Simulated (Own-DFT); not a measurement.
# Strain and stress in wurtzite GaN, 96 atoms (Ga48N48)

All numbers below are calculated, not measured. The program, named Own-DFT, is a retired in-house plane-wave density functional code that no person has reviewed. Each row is one single-point run on a periodic cell that was not relaxed, without spin or spin-orbit coupling.

Settings of every run: PBE; PseudoDojo norm-conserving scalar-relativistic files (stringent for Ga); cutoff 96 hartree; 3 x 4 x 3 k mesh centred on Gamma; Gaussian smearing of 0.01 eV.

Known limits: forces on such cells passed a denser k mesh, each cell not checked; stress not checked against mesh or cutoff.

Unstrained cell vectors in Å: (12.756, 0.000, 0.000); (-4.783, 8.285, 0.000); (0.000, 0.000, 10.370). The unstrained cell has measured lattice constants (interpolated for alloys), not those of this functional. That, the random moves and any unrelaxed bonds set the pressure at no strain. Each run strains this cell uniformly, with the atoms carried along. Every atom was also moved at random, by a Gaussian of width 0.05 Å on each axis. Strain is the symmetric tensor, in per cent. Stress is positive in tension, and the pressure is minus a third of its trace.

```
run,e_xx (%),e_yy (%),e_zz (%),e_yz (%),e_xz (%),e_xy (%),s_xx (GPa),s_yy (GPa),s_zz (GPa),s_yz (GPa),s_xz (GPa),s_xy (GPa),P (GPa),E (meV/atom)
1,1.43,0.21,0.17,-1.79,-1.80,-0.28,-1.69,-4.07,-5.33,-2.92,-4.19,-1.84,3.69,6.7
2,0.36,1.74,-1.19,-1.95,-1.59,0.31,-5.12,-0.67,-10.96,-3.92,-2.77,1.64,5.58,15.1
3,0.93,-1.01,-1.10,1.24,1.11,-1.92,-6.52,-11.40,-13.25,2.47,3.50,-6.58,10.39,40.1
4,-1.04,0.19,0.68,1.31,0.44,0.80,-12.27,-5.66,-4.67,2.36,0.92,2.79,7.54,7.4
5,1.35,1.37,1.28,0.22,0.93,1.43,0.79,-0.07,-0.71,-0.31,2.16,4.39,-0.01,0.0
6,1.62,-0.72,-1.22,0.46,-1.61,1.06,-1.99,-9.46,-12.65,1.42,-3.40,3.57,8.03,21.1
7,-1.29,-1.81,1.73,0.64,-0.35,-1.46,-12.20,-16.58,-2.04,1.25,-0.75,-4.80,10.27,24.5
8,0.25,1.74,-1.97,-0.81,-0.73,-1.69,-5.30,-0.75,-16.03,-1.38,-1.53,-3.33,7.36,22.9
9,1.75,0.57,-1.95,1.52,-1.81,1.69,-1.13,-4.43,-15.03,3.54,-4.26,4.16,6.86,23.7
10,1.45,-1.86,1.41,-1.12,1.73,-0.48,-1.72,-13.17,-1.67,-2.96,4.00,-1.16,5.52,6.1
11,-0.59,-0.04,-0.49,-0.38,-1.93,0.90,-10.56,-7.86,-11.21,0.14,-4.51,3.47,9.88,27.5
12,0.71,-1.35,-0.68,0.39,-1.47,-1.18,-6.74,-13.80,-9.94,0.10,-3.74,-4.54,10.16,22.0
13,-0.19,0.30,-1.41,1.96,-1.26,1.28,-8.09,-6.80,-14.49,3.54,-2.59,4.21,9.79,18.1
14,1.70,1.91,-0.80,-1.41,-0.67,1.13,0.45,2.34,-8.93,-3.01,-1.55,2.12,2.05,4.2
15,0.31,-1.86,0.26,-1.15,0.89,0.27,-7.72,-13.79,-7.48,-2.20,2.00,1.25,9.66,14.0
16,-1.38,1.00,0.90,-0.91,-1.25,0.61,?,?,?,?,?,?,?,?
```

E is the free energy for each atom above the lowest run shown.

## Worked fit

Each stress component was fitted by least squares to a constant and the strains of the runs shown, as fractions, with shears doubled. Shear strains stay in the fit of a normal stress only where such slopes are resolved. The slopes, in GPa:

```
stress  at no strain  per e_xx  per e_yy  per e_zz  scatter
  s_xx          -7.4  408 ± 21   98 ± 17   77 ± 19     0.76
  s_yy          -7.2   90 ± 23  432 ± 18   54 ± 21     0.82
  s_zz          -7.8   73 ± 18   59 ± 14  454 ± 16     0.65
```

Each shear stress against twice its own strain: yz 94 ± 7, xz 121 ± 6, xy 160 ± 12 GPa. These are stiffnesses along x, y and z of the frame in which the cell vectors are given, which need not be the crystal's axes. The atoms are held to the strained lattice; where symmetry lets them move under strain, relaxing them would lower some slopes. The table should be nearly symmetric about its diagonal, and what it lacks of that shows the noise. A ninth of its sum, 194 ± 4 GPa, estimates the bulk modulus near the mean pressure of these runs, 7.1 GPa, so it lies above the value at zero pressure.

## Withheld run

Question: what normal stresses and pressure should run 16 give?

The fit gives s_xx = -11.3, s_yy = -3.7, s_zz = -4.1 and P = 6.4 GPa. The calculation gave -10.83, -4.49, -3.30 and P = 6.21 GPa.
